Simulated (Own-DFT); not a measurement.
# Which defects push the lattice out? zincblende GaAs

Source: density functional calculations with Own-DFT, an unreviewed in-house program that is no longer used. Nothing was measured or relaxed, and spin and spin-orbit coupling are left out.

Common settings: PBE; PseudoDojo norm-conserving scalar-relativistic files; cutoff 42 hartree; 3 x 3 x 3 k mesh centred on Gamma; Fermi-Dirac smearing of 0.1 eV.

Keep in mind (not all hold for every row): not probed for a lower state with spin; forces not confirmed at this smearing and k mesh; stress not checked against mesh or cutoff.

All runs share one cell, with vectors in Å (10.862, 0.000, 0.000); (0.000, 10.862, 0.000); (0.000, 0.000, 11.796) and a volume of 1391.7 Å³, strained against the parent crystal. Atoms were moved at random from their sites; u is the rms move along one axis. The defect's site can differ from row to row.

```
                             cell     formula   u (Å)  P (GPa)
                        no defect    As32Ga32  0.0301     6.69
                        no defect    As32Ga32  0.0305     6.68
                        no defect    As32Ga32  0.0510     7.02
              one P on an As site   As31Ga32P  0.0300     6.34
              one P on an As site   As31Ga32P  0.0315     6.38
              one P on an As site   As31Ga32P  0.0460     6.63
one As vacancy and one Ga vacancy    As31Ga31  0.0304     5.99
one As vacancy and one Ga vacancy    As31Ga31  0.0522     6.41
one As vacancy and one Ga vacancy    As31Ga31  0.0523     6.34
              one In on a Ga site  As32Ga31In  0.0295     7.40
              one In on a Ga site  As32Ga31In  0.0300     7.40
              one In on a Ga site  As32Ga31In  0.0304     7.42
              one In on a Ga site  As32Ga31In  0.0314        ?
              one Al on a Ga site  AlAs32Ga31  0.0293     6.66
              one Al on a Ga site  AlAs32Ga31  0.0493     7.00
              one Al on a Ga site  AlAs32Ga31  0.0501     7.08
```

## Fit

P = P0 + c u² + a shift for each defect gives P0 = 6.47 GPa, c = 218 ± 11 GPa/Å² and a scatter of 0.03 GPa. The shifts, and each times the cell's volume:

- one In on a Ga site: 0.73 ± 0.02 GPa, 6.4 eV
- one Al on a Ga site: 0.02 ± 0.02 GPa, 0.2 eV (not resolved)
- one P on an As site: -0.32 ± 0.02 GPa, -2.7 eV
- one As vacancy and one Ga vacancy: -0.69 ± 0.02 GPa, -6.0 eV

A positive shift means that the defect pushes the cell outwards. Shift times volume (160.2 GPa Å³ is 1 eV) depends little on the cell's size, so, taken for each site, it can be compared between cells at like pressure. The atoms around the defects weren't relaxed, which would change these numbers.

## Check

Asked: what pressure belongs in the blank (one In on a Ga site, u = 0.0314 Å)?

The fit gives 7.43 ± 0.03 GPa. DFT gave 7.47 GPa.
